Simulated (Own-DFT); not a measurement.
# One host, several defects: zincblende GaAs

Everything here is calculated. The program is Own-DFT (plane waves, in-house, since retired, never reviewed by a person); positions were held fixed, and spin and spin-orbit coupling were off.

All runs used: PBE; PseudoDojo norm-conserving scalar-relativistic files; cutoff 42 hartree; 3 x 3 x 3 k mesh centred on Gamma; Fermi-Dirac smearing of 0.1 eV.

Keep in mind (not all hold for every row): not probed for a lower state with spin; forces not confirmed at this smearing and k mesh; stress not checked against mesh or cutoff.

All runs share one cell, with vectors in Å (11.737, 0.000, 0.000); (0.000, 11.737, 0.000); (0.000, 0.000, 10.833) and a volume of 1492.4 Å³, strained against the parent crystal. The atoms are randomly displaced, by u rms on each axis. The defect's site can differ from row to row.

| cell | formula | u (Å) | P (GPa) |
|---|---|---|---|
| no defect | As32Ga32 | 0.0315 | 1.31 |
| no defect | As32Ga32 | 0.0326 | 1.31 |
| no defect | As32Ga32 | 0.0498 | 1.58 |
| one Al on a Ga site | AlAs32Ga31 | 0.0308 | 1.30 |
| one Al on a Ga site | AlAs32Ga31 | 0.0316 | 1.24 |
| one Al on a Ga site | AlAs32Ga31 | 0.0457 | 1.47 |
| one As vacancy and one Ga vacancy | As31Ga31 | 0.0284 | 0.88 |
| one As vacancy and one Ga vacancy | As31Ga31 | 0.0332 | 0.88 |
| one As vacancy and one Ga vacancy | As31Ga31 | 0.0474 | 1.12 |
| one As vacancy and one Ga vacancy | As31Ga31 | 0.0481 | ? |

## What the rows give

P = P0 + c u² + a shift for each defect gives P0 = 1.13 GPa, c = 178 ± 16 GPa/Å² and a scatter of 0.03 GPa. The shifts, and each times the cell's volume:

- one Al on a Ga site: -0.03 ± 0.02 GPa, -0.3 eV (not resolved)
- one As vacancy and one Ga vacancy: -0.42 ± 0.02 GPa, -3.9 eV

Positive is outwards. The product with the volume (160.2 GPa Å³ to the eV) is nearly free of the cell's size; divided by the bulk modulus at the cell's pressure it gives the volume that the defect adds. The atoms around the defects weren't relaxed, which would change these numbers.

## Prediction

Q: what pressure belongs in the blank (one As vacancy and one Ga vacancy, u = 0.0481 Å)?

The fit gives 1.12 ± 0.04 GPa. The hidden result is 1.29 GPa. That is outside the usual scatter, by luck or through something left out of the fit.
